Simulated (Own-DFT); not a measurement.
# Response to strain: 2H SiC, 72 atoms (C36Si36)

These are calculations, not measurements. They come from Own-DFT, an in-house plane-wave density functional program, since retired, whose code no person has reviewed. Each row is one single-point run on a periodic cell that was not relaxed, without spin or spin-orbit coupling.

Settings of every run: PBE; PseudoDojo norm-conserving scalar-relativistic files; cutoff 42 hartree; 4 x 4 x 3 k mesh centred on Gamma; Fermi-Dirac smearing of 0.1 eV.

Known limits: forces on such cells passed a denser k mesh, each cell not checked; stress not checked against mesh or cutoff.

Unstrained cell vectors in Å: (9.248, 0.000, 0.000); (-4.624, 8.009, 0.000); (0.000, 0.000, 10.068). The unstrained cell has measured lattice constants (interpolated for alloys), not those of this functional. That, the random moves and any unrelaxed bonds set the pressure at no strain. Each run strains this cell uniformly, with the atoms carried along. Every atom was also moved at random, by a Gaussian of width 0.05 Å on each axis. Strain is the symmetric tensor, in per cent. Stress is positive in tension, and the pressure is minus a third of its trace.

| run | e_xx (%) | e_yy (%) | e_zz (%) | e_yz (%) | e_xz (%) | e_xy (%) | s_xx (GPa) | s_yy (GPa) | s_zz (GPa) | s_yz (GPa) | s_xz (GPa) | s_xy (GPa) | P (GPa) | E (meV/atom) |
|---|---|---|---|---|---|---|---|---|---|---|---|---|---|---|
| 1 | 0.87 | 0.76 | 0.07 | 1.05 | 0.36 | -0.79 | 1.79 | 1.32 | -8.72 | 2.23 | 0.33 | -3.12 | 1.87 | 29.1 |
| 2 | 0.86 | 0.60 | 1.32 | -1.59 | 1.31 | 0.41 | -0.80 | -0.27 | 1.91 | -4.35 | 4.02 | 0.45 | -0.28 | 27.8 |
| 3 | -1.11 | -1.96 | -0.73 | 1.13 | -1.91 | -1.65 | -12.20 | -19.97 | -16.01 | 3.81 | -6.53 | -8.39 | 16.06 | 95.9 |
| 4 | -1.96 | 0.46 | -1.20 | -0.45 | 0.05 | -0.70 | -16.51 | -5.46 | -13.28 | -1.56 | -0.57 | -3.62 | 11.75 | 30.4 |
| 5 | -1.77 | 1.87 | -1.73 | -0.06 | -0.47 | 0.09 | -13.08 | 3.32 | -19.89 | 0.04 | -1.28 | 2.24 | 9.88 | 48.4 |
| 6 | -0.93 | -1.45 | -0.80 | 1.89 | -0.16 | -1.89 | -12.00 | -16.43 | -13.11 | 7.14 | 0.76 | -9.90 | 13.85 | 62.0 |
| 7 | -0.67 | 1.99 | -0.08 | 0.27 | -0.53 | 0.89 | -7.08 | 5.93 | -8.60 | 0.45 | -1.56 | 3.99 | 3.25 | 33.4 |
| 8 | 1.11 | -0.30 | 1.32 | -0.11 | -1.68 | 0.62 | 1.77 | -4.04 | 1.17 | -0.04 | -5.60 | 3.51 | 0.36 | 0.0 |
| 9 | -0.90 | 1.25 | 0.03 | 1.73 | -1.37 | 0.87 | -7.37 | 0.78 | -8.29 | 5.41 | -4.74 | 4.13 | 4.96 | 40.5 |
| 10 | 1.29 | 1.96 | 1.36 | 1.44 | 0.68 | -1.29 | 3.80 | 6.44 | 2.05 | 3.89 | 1.08 | -5.07 | -4.10 | 32.5 |
| 11 | 0.27 | -1.63 | -0.69 | 0.30 | 0.59 | 0.96 | -3.35 | -14.69 | -14.50 | 0.30 | 1.03 | 4.86 | 10.84 | 42.3 |
| 12 | -1.11 | 1.89 | 1.06 | 1.07 | 1.05 | 1.20 | -10.73 | 4.08 | 1.27 | 3.79 | 2.02 | 6.54 | 1.79 | 32.0 |
| 13 | 0.64 | -0.23 | -0.65 | 0.57 | -0.95 | -0.75 | -2.39 | -5.04 | -10.17 | 1.40 | -3.58 | -2.61 | 5.87 | 25.8 |
| 14 | 1.39 | -0.62 | 0.53 | 0.03 | 1.88 | -1.33 | 1.88 | -4.82 | -4.20 | -0.59 | 5.57 | -6.29 | 2.38 | 23.8 |
| 15 | -0.24 | -0.99 | -0.96 | -1.99 | -0.25 | -0.27 | -7.78 | -11.54 | -12.39 | -7.41 | -2.04 | -2.58 | 10.57 | 32.3 |
| 16 | -1.64 | -0.88 | -0.89 | -1.60 | 1.46 | 1.57 | -13.60 | -11.17 | -15.19 | -5.57 | 4.45 | 7.07 | 13.32 | 34.5 |
| 17 | 0.44 | 0.07 | 1.23 | -1.46 | 1.93 | -1.86 | ? | ? | ? | ? | ? | ? | ? | ? |

E is the free energy for each atom above the lowest run shown.

## Worked fit

Each stress component was fitted by least squares to a constant and the strains of the runs shown, as fractions, with shears doubled. Shear strains stay in the fit of a normal stress only where such slopes are resolved. The slopes, in GPa:

| stress | at no strain | per e_xx | per e_yy | per e_zz | scatter |
|---|---|---|---|---|---|
| s_xx | -4.9 | 567 ± 34 | 75 ± 23 | -15 ± 43 | 1.05 |
| s_yy | -5.1 | 176 ± 38 | 594 ± 25 | -17 ± 47 | 1.16 |
| s_zz | -7.8 | 9 ± 54 | 43 ± 36 | 672 ± 67 | 1.67 |

Each shear stress against twice its own strain: yz 160 ± 8, xz 158 ± 10, xy 250 ± 12 GPa. These are stiffnesses along x, y and z of the frame in which the cell vectors are given, which need not be the crystal's axes. The atoms are held to the strained lattice; where symmetry lets them move under strain, relaxing them would lower some slopes. The table should be nearly symmetric about its diagonal, and what it lacks of that shows the noise. A ninth of its sum, 234 ± 6 GPa, estimates the bulk modulus near the mean pressure of these runs, 6.4 GPa, so it lies above the value at zero pressure.

## Withheld run

Question: what normal stresses and pressure should run 17 give?

The fit gives s_xx = -2.5, s_yy = -4.1, s_zz = 0.5 and P = 2.1 GPa. The calculation gave -2.27, -4.16, -0.20 and P = 2.21 GPa.
